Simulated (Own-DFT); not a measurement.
AlN (wurtzite, atoms displaced) (calculated)

All values are calculated (Own-DFT development build). A calculation, not a measurement: plane-wave PBE density functional theory by an unreviewed code, no spin, of a simulated periodic cell, stress positive in tension, free energy of the whole cell less one offset for each atom, forces on such cells passed a denser k mesh, this cell's mesh not checked; offsets are fitted by least squares, one for each functional and potential file, so energies compare only between cells with the same atoms and settings and are not formation energies; the far tail of each file's local potential was reset to the Coulomb form; each entry is a single point on an unrelaxed cell, so the pressure reflects the starting lattice, mostly measured values (interpolated for alloys), from which strain is counted, and rises with the displacements; printed positions are rounded, which can move forces by about a meV/angstrom; the program, named Own-DFT, is a retired in-house code; no spin-orbit coupling.

Common to all runs: functional PBE; potential files PseudoDojo norm-conserving, scalar-relativistic, standard set; wave cutoff 42 hartree; occupations Fermi-Dirac; smearing width 0.1 eV; hardware one NVIDIA H100; k mesh 2 x 2 x 2 centred on Gamma.

(1) 
```cif
# cell vector a (Å): 12.4480 0.0000 0.0000
# cell vector b (Å): -6.2240 10.7803 0.0000
# cell vector c (Å): 0.0000 0.0000 9.9640
data_AlN
_symmetry_space_group_name_H-M 'P 1'
_symmetry_Int_Tables_number 1
_cell_length_a 12.4480
_cell_length_b 12.4480
_cell_length_c 9.9640
_cell_angle_alpha 90.000
_cell_angle_beta 90.000
_cell_angle_gamma 120.000
_cell_volume 1337.10
loop_
_atom_site_label
_atom_site_type_symbol
_atom_site_fract_x
_atom_site_fract_y
_atom_site_fract_z
_atom_site_occupancy
Al1 Al 0.08394 0.16384 0.00050 1
Al2 Al 0.16583 0.08178 0.25111 1
N1 N 0.08393 0.16559 0.19356 1
N2 N 0.16615 0.08471 0.44127 1
Al3 Al 0.08435 0.16622 0.49786 1
Al4 Al 0.16672 0.08354 0.75158 1
N3 N 0.08559 0.16744 0.68909 1
N4 N 0.16672 0.08388 0.94024 1
Al5 Al 0.08195 0.41418 0.99587 1
Al6 Al 0.16645 0.33394 0.25049 1
N5 N 0.08457 0.41810 0.19061 1
N6 N 0.16468 0.33253 0.44123 1
Al7 Al 0.08172 0.41522 0.50049 1
Al8 Al 0.17067 0.33698 0.74595 1
N7 N 0.08388 0.41623 0.69023 1
N8 N 0.17005 0.33596 0.94376 1
Al9 Al 0.08644 0.66553 0.99993 1
Al10 Al 0.16293 0.58642 0.24975 1
N9 N 0.08279 0.66464 0.19045 1
N10 N 0.16623 0.58242 0.44138 1
Al11 Al 0.08164 0.66425 0.49660 1
Al12 Al 0.16642 0.58548 0.75305 1
N11 N 0.08516 0.66591 0.69011 1
N12 N 0.16303 0.58228 0.94265 1
Al13 Al 0.08388 0.91869 0.00192 1
Al14 Al 0.16690 0.83479 0.24927 1
N13 N 0.08318 0.92026 0.19354 1
N14 N 0.16660 0.83359 0.44647 1
Al15 Al 0.08120 0.91662 0.49789 1
Al16 Al 0.16228 0.83213 0.75026 1
N15 N 0.08166 0.91616 0.68966 1
N16 N 0.16757 0.83315 0.93803 1
Al17 Al 0.33120 0.16386 0.00197 1
Al18 Al 0.41511 0.08180 0.25186 1
N17 N 0.33139 0.16567 0.18971 1
N18 N 0.41625 0.08447 0.44207 1
Al19 Al 0.33186 0.16767 0.50103 1
Al20 Al 0.41726 0.08454 0.75227 1
N19 N 0.33089 0.16530 0.69106 1
N20 N 0.41634 0.08260 0.94463 1
Al21 Al 0.33280 0.41313 0.00431 1
Al22 Al 0.42017 0.33469 0.25106 1
N21 N 0.33271 0.41612 0.18873 1
N22 N 0.41676 0.33481 0.43888 1
Al23 Al 0.33333 0.41904 0.49793 1
Al24 Al 0.41655 0.33353 0.74789 1
N23 N 0.33384 0.41523 0.68981 1
N24 N 0.41886 0.33596 0.94184 1
Al25 Al 0.33568 0.67092 0.99893 1
Al26 Al 0.41854 0.58336 0.25034 1
N25 N 0.33472 0.66926 0.19406 1
N26 N 0.41728 0.58202 0.44177 1
Al27 Al 0.33342 0.66854 0.49962 1
Al28 Al 0.41333 0.58061 0.75057 1
N27 N 0.33018 0.66655 0.68922 1
N28 N 0.41866 0.58444 0.94007 1
Al29 Al 0.33431 0.91693 0.99665 1
Al30 Al 0.41539 0.83283 0.24966 1
N29 N 0.33105 0.91458 0.19152 1
N30 N 0.41651 0.83520 0.43984 1
Al31 Al 0.33445 0.91740 0.49991 1
Al32 Al 0.42032 0.83491 0.75177 1
N31 N 0.33329 0.91510 0.68802 1
N32 N 0.41866 0.83578 0.94430 1
Al33 Al 0.58468 0.17087 0.99870 1
Al34 Al 0.66863 0.08650 0.24618 1
N33 N 0.58393 0.16621 0.18956 1
N34 N 0.67095 0.08563 0.44089 1
Al35 Al 0.58545 0.16938 0.49920 1
Al36 Al 0.67051 0.08438 0.74901 1
N35 N 0.58157 0.16683 0.68849 1
N36 N 0.66776 0.08344 0.94599 1
Al37 Al 0.58151 0.41581 0.99798 1
Al38 Al 0.66646 0.33364 0.25159 1
N37 N 0.58448 0.41672 0.19154 1
N38 N 0.66289 0.33243 0.44361 1
Al39 Al 0.58302 0.41714 0.50187 1
Al40 Al 0.66603 0.33356 0.74846 1
N39 N 0.58649 0.41712 0.68731 1
N40 N 0.67156 0.33411 0.94167 1
Al41 Al 0.58426 0.66889 0.99825 1
Al42 Al 0.66698 0.58168 0.24676 1
N41 N 0.58233 0.66489 0.18858 1
N42 N 0.66641 0.58411 0.44314 1
Al43 Al 0.58002 0.66509 0.49803 1
Al44 Al 0.66884 0.58335 0.75154 1
N43 N 0.58534 0.66798 0.68959 1
N44 N 0.66663 0.58046 0.94177 1
Al45 Al 0.58178 0.91719 0.00030 1
Al46 Al 0.66570 0.83239 0.24871 1
N45 N 0.58550 0.91611 0.19205 1
N46 N 0.66936 0.83428 0.43994 1
Al47 Al 0.58181 0.91512 0.50136 1
Al48 Al 0.66922 0.83546 0.74965 1
N47 N 0.58404 0.91807 0.68922 1
N48 N 0.66687 0.83586 0.93909 1
Al49 Al 0.83636 0.16732 0.99865 1
Al50 Al 0.91923 0.08259 0.25184 1
N49 N 0.83328 0.17031 0.19162 1
N50 N 0.91409 0.08232 0.44152 1
Al51 Al 0.83136 0.16615 0.49733 1
Al52 Al 0.91538 0.08342 0.74951 1
N51 N 0.83242 0.16638 0.68867 1
N52 N 0.91497 0.08221 0.93911 1
Al53 Al 0.83630 0.41966 0.99816 1
Al54 Al 0.91657 0.33250 0.24883 1
N53 N 0.83689 0.41903 0.18974 1
N54 N 0.91643 0.33535 0.43849 1
Al55 Al 0.83591 0.41880 0.50131 1
Al56 Al 0.91858 0.33417 0.75329 1
N55 N 0.83163 0.41685 0.69178 1
N56 N 0.91705 0.33163 0.93944 1
Al57 Al 0.83556 0.66668 0.00336 1
Al58 Al 0.91546 0.58507 0.25211 1
N57 N 0.83235 0.66596 0.19332 1
N58 N 0.91516 0.58151 0.44138 1
Al59 Al 0.83334 0.66302 0.49925 1
Al60 Al 0.92240 0.58777 0.74739 1
N59 N 0.83407 0.66814 0.69223 1
N60 N 0.91720 0.58541 0.94018 1
Al61 Al 0.83060 0.91436 0.99981 1
Al62 Al 0.91612 0.83391 0.24747 1
N61 N 0.83391 0.92027 0.19153 1
N62 N 0.91693 0.83118 0.43636 1
Al63 Al 0.82963 0.91426 0.50057 1
Al64 Al 0.92017 0.83539 0.74959 1
N63 N 0.83361 0.91558 0.69021 1
N64 N 0.91698 0.83253 0.94217 1
_calc_free_energy_of_cell_above_offsets '-62.242'  # eV
_calc_pressure 3.78  # GPa
_calc_stress_xx -4.23  # GPa
_calc_stress_yy -3.55  # GPa
_calc_stress_zz -3.54  # GPa
_calc_stress_yz 0.04  # GPa
_calc_stress_xz 0  # GPa
_calc_stress_xy -0.19  # GPa
_calc_wall_time 370  # s
```

Force:
```
element  x (eV/Å)  y (eV/Å)  z (eV/Å)
     Al    -0.789     0.766     0.038
     Al      0.08     0.868     0.289
      N    -0.054     0.203    -0.481
      N     0.395    -0.424     -0.16
     Al    -0.776    -0.014     0.382
     Al    -0.263    -0.104    -0.532
      N    -0.444     0.013     0.351
      N     0.229    -0.321      0.15
     Al     0.351     0.342      1.01
     Al    -0.068     0.078    -0.194
      N    -0.171    -0.065    -0.253
      N     0.343     0.264    -0.043
     Al    -0.065     0.199    -0.271
     Al    -0.378    -0.964     0.763
      N    -0.143     0.407      0.37
      N    -0.215    -0.892    -0.811
     Al    -1.375     0.443      0.11
     Al     1.756    -1.001     0.237
      N    -1.119     1.156      0.03
      N    -0.073     0.092    -0.194
     Al     0.352      0.51       0.6
     Al     0.281    -0.522    -0.494
      N    -0.394     0.291    -0.289
      N     1.292       0.1    -0.351
     Al     0.208    -0.491    -0.196
     Al    -0.166    -0.354     0.577
      N     0.467    -0.969    -0.609
      N     -0.13    -0.166    -1.101
     Al     0.218     0.006     0.188
     Al      1.03     0.305    -0.714
      N     0.317     0.438     0.066
      N     -0.31       0.1     0.721
     Al      0.23     0.757    -0.254
     Al     0.204     0.279    -0.283
      N     0.308     0.156     0.445
      N     0.056     0.014    -0.173
     Al     0.323    -0.035    -0.204
     Al    -0.043    -0.555    -0.499
      N     0.399     0.342     0.237
      N    -0.016     0.396    -0.624
     Al    -0.111     1.047    -0.749
     Al    -0.679    -0.382    -0.354
      N     0.402     0.061     1.093
      N    -0.092    -0.136     0.542
     Al     0.091    -0.805     0.126
     Al     0.458    -0.043     0.307
      N     0.042     0.488    -0.327
      N    -0.171    -1.104    -0.457
     Al     0.101    -1.142     0.599
     Al    -0.689    -0.124    -0.285
      N    -0.151     -0.66    -0.549
      N    -0.776     0.507    -0.369
     Al    -0.093    -0.243     -0.21
     Al      0.57     0.757    -0.231
      N     0.752     0.136     0.582
      N    -0.597    -0.239     0.217
     Al    -0.384    -0.025     0.692
     Al     0.479      0.48     0.088
      N     0.103     0.376    -0.401
      N     0.353    -0.292     0.098
     Al    -0.302     0.123     0.158
     Al    -0.752    -0.195    -0.409
      N    -0.169     0.296     1.099
      N    -0.209    -0.276    -0.807
     Al     0.511    -0.696     0.341
     Al     0.123    -0.686      0.54
      N    -0.685      0.26     0.259
      N    -1.289    -0.684    -0.344
     Al    -0.065    -0.806    -0.007
     Al    -1.056     0.068     0.427
      N      0.53    -0.079     0.699
      N     -0.23      0.22    -0.983
     Al     0.927     0.026     0.433
     Al     0.552    -0.066    -0.155
      N    -0.008    -0.167    -0.414
      N     0.874     0.708    -0.541
     Al    -0.143     0.174    -0.606
     Al       0.4    -0.153     0.234
      N    -0.896    -0.043     0.994
      N    -1.071     0.244     -0.45
     Al     0.216    -0.435    -0.206
     Al     -0.47     0.244     0.826
      N     0.354     0.342     0.182
      N     0.118    -0.285    -0.733
     Al     1.004     0.578     0.532
     Al    -0.331     0.151    -0.321
      N    -0.486    -0.328     0.341
      N    -0.088     0.816     0.121
     Al     0.761     0.392     0.524
     Al     0.274     0.142      0.27
      N    -0.792     0.198    -0.204
      N    -1.115    -0.676    -0.059
     Al     0.331     0.631    -0.771
     Al    -0.245    -0.538    -0.251
      N     0.313    -0.149     0.472
      N    -0.037    -0.379     0.193
     Al    -0.593    -0.237     0.624
     Al    -1.034     0.571    -0.012
      N     1.064    -0.713    -0.436
      N       0.6     0.033     0.079
     Al     0.669     0.594      0.21
     Al     0.566     0.133    -0.442
      N     0.429     0.454     0.231
      N     0.671    -0.011     0.228
     Al     0.126    -0.189     0.303
     Al     0.119     0.756     0.039
      N    -0.676    -0.101     0.171
      N     0.152     -0.32      0.43
     Al    -0.561    -0.935     0.009
     Al    -0.466    -0.198    -0.984
      N      0.82     0.327      0.03
      N    -0.176     0.381     0.206
     Al     -0.41    -0.212    -0.568
     Al     0.553    -0.581    -0.417
      N     0.156     0.398    -0.373
      N     0.269     0.293    -0.151
     Al    -0.824     0.863     0.335
     Al    -0.968      -0.8     0.477
      N     0.509    -0.002    -0.346
      N     0.703     0.055    -0.056
     Al     0.277     0.549     0.069
     Al    -0.309     0.057     0.337
      N     0.204    -0.919    -0.443
      N    -0.451     0.075     0.576
     Al     1.044     0.304    -0.228
     Al    -0.786    -0.524      0.18
      N     0.101     0.361     0.176
      N    -0.083     0.263     0.118
```

(2) 
```cif
# cell vector a (Å): 12.4480 0.0000 0.0000
# cell vector b (Å): -6.2240 10.7803 0.0000
# cell vector c (Å): 0.0000 0.0000 9.9640
data_AlN
_symmetry_space_group_name_H-M 'P 1'
_symmetry_Int_Tables_number 1
_cell_length_a 12.4480
_cell_length_b 12.4480
_cell_length_c 9.9640
_cell_angle_alpha 90.000
_cell_angle_beta 90.000
_cell_angle_gamma 120.000
_cell_volume 1337.10
loop_
_atom_site_label
_atom_site_type_symbol
_atom_site_fract_x
_atom_site_fract_y
_atom_site_fract_z
_atom_site_occupancy
Al1 Al 0.08309 0.16273 0.99731 1
Al2 Al 0.16862 0.08857 0.25283 1
N1 N 0.08550 0.16459 0.19241 1
N2 N 0.16526 0.08153 0.44004 1
Al3 Al 0.08484 0.17016 0.49921 1
Al4 Al 0.16328 0.08122 0.74935 1
N3 N 0.08390 0.16623 0.68979 1
N4 N 0.16841 0.08360 0.94186 1
Al5 Al 0.08154 0.41778 0.00067 1
Al6 Al 0.16834 0.33660 0.25294 1
N5 N 0.08432 0.41609 0.18946 1
N6 N 0.16805 0.33289 0.44000 1
Al7 Al 0.08877 0.42004 0.50142 1
Al8 Al 0.16524 0.32966 0.74750 1
N7 N 0.08418 0.41663 0.69222 1
N8 N 0.17053 0.33769 0.93972 1
Al9 Al 0.08195 0.66693 0.99790 1
Al10 Al 0.16735 0.58284 0.25183 1
N9 N 0.08098 0.66473 0.19189 1
N10 N 0.16606 0.58207 0.44209 1
Al11 Al 0.08335 0.66441 0.49906 1
Al12 Al 0.16630 0.58189 0.75118 1
N11 N 0.08342 0.66541 0.69039 1
N12 N 0.16670 0.58478 0.93999 1
Al13 Al 0.08322 0.91843 0.00345 1
Al14 Al 0.16520 0.83217 0.24839 1
N13 N 0.08711 0.92099 0.19126 1
N14 N 0.16683 0.83325 0.44131 1
Al15 Al 0.08104 0.91326 0.50005 1
Al16 Al 0.16794 0.83490 0.74947 1
N15 N 0.08484 0.91663 0.68823 1
N16 N 0.16586 0.83281 0.94361 1
Al17 Al 0.33263 0.16445 0.00265 1
Al18 Al 0.41814 0.08425 0.24805 1
N17 N 0.33425 0.16865 0.19382 1
N18 N 0.41746 0.08465 0.44136 1
Al19 Al 0.33413 0.16685 0.50151 1
Al20 Al 0.41397 0.08374 0.74699 1
N19 N 0.33348 0.16326 0.68616 1
N20 N 0.41682 0.08284 0.94115 1
Al21 Al 0.33310 0.41563 0.00144 1
Al22 Al 0.41717 0.33686 0.25034 1
N21 N 0.33540 0.41926 0.19020 1
N22 N 0.41738 0.33439 0.43850 1
Al23 Al 0.33227 0.41800 0.49815 1
Al24 Al 0.41672 0.33452 0.75068 1
N23 N 0.33499 0.41578 0.68764 1
N24 N 0.41714 0.33492 0.94332 1
Al25 Al 0.33392 0.66916 0.99936 1
Al26 Al 0.41878 0.58563 0.25312 1
N25 N 0.33401 0.66539 0.19041 1
N26 N 0.42202 0.58566 0.44172 1
Al27 Al 0.33458 0.66716 0.49607 1
Al28 Al 0.41704 0.58289 0.74876 1
N27 N 0.33471 0.66713 0.69041 1
N28 N 0.41608 0.58437 0.94219 1
Al29 Al 0.33593 0.91844 0.00066 1
Al30 Al 0.41577 0.82890 0.25132 1
N29 N 0.32879 0.91510 0.19064 1
N30 N 0.41645 0.83278 0.44167 1
Al31 Al 0.33154 0.91689 0.50446 1
Al32 Al 0.41563 0.83476 0.74588 1
N31 N 0.33437 0.91737 0.69595 1
N32 N 0.41811 0.83046 0.94496 1
Al33 Al 0.58359 0.16793 0.00152 1
Al34 Al 0.66476 0.08172 0.24916 1
N33 N 0.58250 0.16715 0.19314 1
N34 N 0.66531 0.08225 0.44328 1
Al35 Al 0.58279 0.16321 0.50198 1
Al36 Al 0.66542 0.08125 0.75071 1
N35 N 0.58365 0.16978 0.69204 1
N36 N 0.66548 0.08240 0.94083 1
Al37 Al 0.57996 0.41280 0.99714 1
Al38 Al 0.66488 0.33251 0.24948 1
N37 N 0.58255 0.41601 0.19314 1
N38 N 0.66384 0.33244 0.44033 1
Al39 Al 0.58291 0.41501 0.49614 1
Al40 Al 0.66787 0.33531 0.74939 1
N39 N 0.58308 0.41840 0.69450 1
N40 N 0.66544 0.33799 0.94038 1
Al41 Al 0.58284 0.66524 0.99646 1
Al42 Al 0.66540 0.58116 0.25265 1
N41 N 0.58304 0.66406 0.19190 1
N42 N 0.66573 0.58278 0.44335 1
Al43 Al 0.58138 0.66616 0.49960 1
Al44 Al 0.66383 0.57900 0.74805 1
N43 N 0.58497 0.66694 0.69219 1
N44 N 0.66473 0.58176 0.94101 1
Al45 Al 0.58180 0.91661 0.00136 1
Al46 Al 0.66572 0.83271 0.25082 1
N45 N 0.58337 0.91603 0.19233 1
N46 N 0.66762 0.83158 0.43651 1
Al47 Al 0.58329 0.91894 0.49910 1
Al48 Al 0.66926 0.83419 0.74874 1
N47 N 0.58351 0.91658 0.69438 1
N48 N 0.66616 0.83410 0.94173 1
Al49 Al 0.82902 0.16573 0.99979 1
Al50 Al 0.91882 0.08486 0.24936 1
N49 N 0.83325 0.16651 0.19412 1
N50 N 0.91966 0.08535 0.43872 1
Al51 Al 0.83323 0.16514 0.49788 1
Al52 Al 0.91979 0.08218 0.75242 1
N51 N 0.83573 0.16852 0.68780 1
N52 N 0.91841 0.08390 0.94185 1
Al53 Al 0.83455 0.41726 0.00057 1
Al54 Al 0.91444 0.33229 0.24881 1
N53 N 0.83041 0.41426 0.18982 1
N54 N 0.91814 0.33340 0.44196 1
Al55 Al 0.83365 0.41858 0.49803 1
Al56 Al 0.91908 0.33420 0.74691 1
N55 N 0.83262 0.41907 0.69095 1
N56 N 0.91527 0.33037 0.94163 1
Al57 Al 0.83153 0.66499 0.00509 1
Al58 Al 0.91652 0.58548 0.25035 1
N57 N 0.83557 0.66665 0.19047 1
N58 N 0.91785 0.58550 0.44174 1
Al59 Al 0.83175 0.66571 0.49735 1
Al60 Al 0.92021 0.58343 0.75312 1
N59 N 0.83443 0.66983 0.69276 1
N60 N 0.91465 0.58348 0.94021 1
Al61 Al 0.83454 0.91432 0.99715 1
Al62 Al 0.91530 0.83503 0.24618 1
N61 N 0.83655 0.91830 0.19203 1
N62 N 0.91628 0.83598 0.43902 1
Al63 Al 0.83253 0.91704 0.49879 1
Al64 Al 0.91860 0.83446 0.74833 1
N63 N 0.82974 0.91179 0.69395 1
N64 N 0.91568 0.83256 0.94070 1
_calc_free_energy_of_cell_above_offsets '-62.103'  # eV
_calc_pressure 3.79  # GPa
_calc_stress_xx -4.33  # GPa
_calc_stress_yy -3.8  # GPa
_calc_stress_zz -3.24  # GPa
_calc_stress_yz -0.06  # GPa
_calc_stress_xz -0.19  # GPa
_calc_stress_xy 0.08  # GPa
_calc_wall_time 368.4  # s
```

Force:
```
element  x (eV/Å)  y (eV/Å)  z (eV/Å)
     Al    -0.169     1.403     0.806
     Al     0.714    -1.005    -0.009
      N    -0.939      1.19    -0.556
      N      0.08     0.457     0.753
     Al     0.398     -1.13    -0.181
     Al     1.026      0.28    -0.095
      N    -0.068    -0.227    -0.014
      N    -0.123    -0.228    -0.674
     Al     0.786    -0.206    -0.329
     Al     0.306    -0.729    -1.124
      N    -0.493     0.146     0.468
      N    -0.354     0.693     0.335
     Al    -0.882        -1    -0.029
     Al     0.318     1.029     0.726
      N     0.325    -0.012    -0.364
      N    -0.583    -1.138     -0.08
     Al     0.091    -0.032     0.436
     Al    -0.344    -0.055    -0.578
      N     0.455     0.056    -0.175
      N      0.53     0.368    -0.341
     Al    -0.344     0.603     0.275
     Al     0.314      0.48     -0.16
      N     0.343     0.365     0.045
      N    -0.157     -0.16     0.279
     Al     0.254    -0.488    -0.266
     Al    -0.236     0.228      0.25
      N    -0.494    -0.489     0.219
      N     0.128    -0.408     0.089
     Al    -0.083     0.603    -0.624
     Al    -0.228    -0.645     0.561
      N    -0.263     0.017     0.463
      N     0.064     0.439    -0.559
     Al     0.081     0.605     0.058
     Al    -0.732    -0.491     0.608
      N     0.186     0.059    -0.393
      N     0.192     -0.58     0.045
     Al    -0.368     0.034    -1.061
     Al     0.956     0.298     0.763
      N    -1.082     0.801      1.14
      N    -0.018     0.291    -0.151
     Al    -0.168     0.731    -0.146
     Al     0.238    -0.508    -0.133
      N     -0.45    -0.051     0.587
      N     -0.43    -0.106     0.529
     Al      1.11    -0.147     0.137
     Al     0.241    -0.568    -0.052
      N    -0.696     0.006     0.169
      N    -0.342    -1.022    -0.529
     Al     0.224    -1.009     0.087
     Al     0.252    -0.402    -0.819
      N    -0.324    -0.071     0.455
      N    -1.506    -0.578    -0.204
     Al     0.047    -0.091     0.892
     Al     0.032     0.143     0.436
      N    -0.354    -0.124     -0.37
      N     0.047    -0.347    -0.416
     Al     -0.27     -0.74    -0.003
     Al     -0.69     0.972     -0.35
      N     1.293     0.223     0.171
      N    -0.225     0.269      0.11
     Al     0.194     0.162     -0.79
     Al     0.888    -0.696     1.137
      N    -0.351     0.024    -0.746
      N    -0.895     1.066    -0.948
     Al    -0.102     0.276    -0.422
     Al     0.167     0.234     0.396
      N     0.485    -0.249    -0.547
      N     0.303     0.172    -0.592
     Al    -0.495     0.889    -0.075
     Al     0.118     0.862    -0.261
      N     0.272     -0.75     0.065
      N    -0.319     0.158     0.213
     Al    -0.081     1.296     0.877
     Al    -0.037     0.192     0.226
      N     0.119     0.065    -0.516
      N     0.887    -0.195     0.083
     Al    -0.395     0.222     0.862
     Al    -0.248     0.041     0.151
      N     0.112    -1.064    -1.078
      N     1.263    -1.164     0.088
     Al    -0.145     0.203     0.512
     Al      0.11     0.291    -0.364
      N     0.013      0.58    -0.215
      N     0.049    -0.078    -0.343
     Al     1.182     0.501     0.621
     Al      0.53      1.52     0.552
      N    -0.435    -0.053    -0.384
      N     0.302    -0.043     0.037
     Al     0.631    -0.272    -0.097
     Al     0.679    -0.108    -0.803
      N    -0.298     -0.02    -0.012
      N     -0.74     0.488     1.064
     Al     0.568    -0.855     0.348
     Al    -0.878    -0.725     0.759
      N    -0.057    -0.037    -0.876
      N     0.241     0.029    -0.047
     Al     1.021    -0.135     0.296
     Al     0.146    -0.201    -0.108
      N     -0.28    -0.266    -0.588
      N    -0.386     -0.27      0.45
     Al     0.105     0.415      0.13
     Al    -1.111    -0.047    -0.472
      N     0.015    -0.725     0.609
      N     -0.43    -0.212    -0.073
     Al    -0.506    -0.125    -0.301
     Al     0.405      0.35     0.401
      N     0.204     0.544     0.301
      N    -0.046     0.338    -0.167
     Al      0.01    -0.437     0.248
     Al    -0.761    -0.216      0.25
      N     0.733    -0.288    -0.142
      N    -0.231     0.537    -0.337
     Al    -0.278     0.038      -1.3
     Al     0.381    -0.767     0.078
      N     -0.82     0.109     0.613
      N    -0.056    -0.336    -0.403
     Al     0.052     0.697      0.88
     Al    -1.247     0.367    -0.659
      N     0.382    -0.852    -0.498
      N     0.501    -0.092     0.522
     Al    -0.825     0.362     0.575
     Al     1.016     0.067     0.622
      N    -1.037    -0.067    -0.638
      N     0.182    -0.711     0.013
     Al     0.253     0.102     0.112
     Al     -0.09    -0.641     0.339
      N     0.784     1.516    -0.817
      N     0.661    -0.017     0.083
```
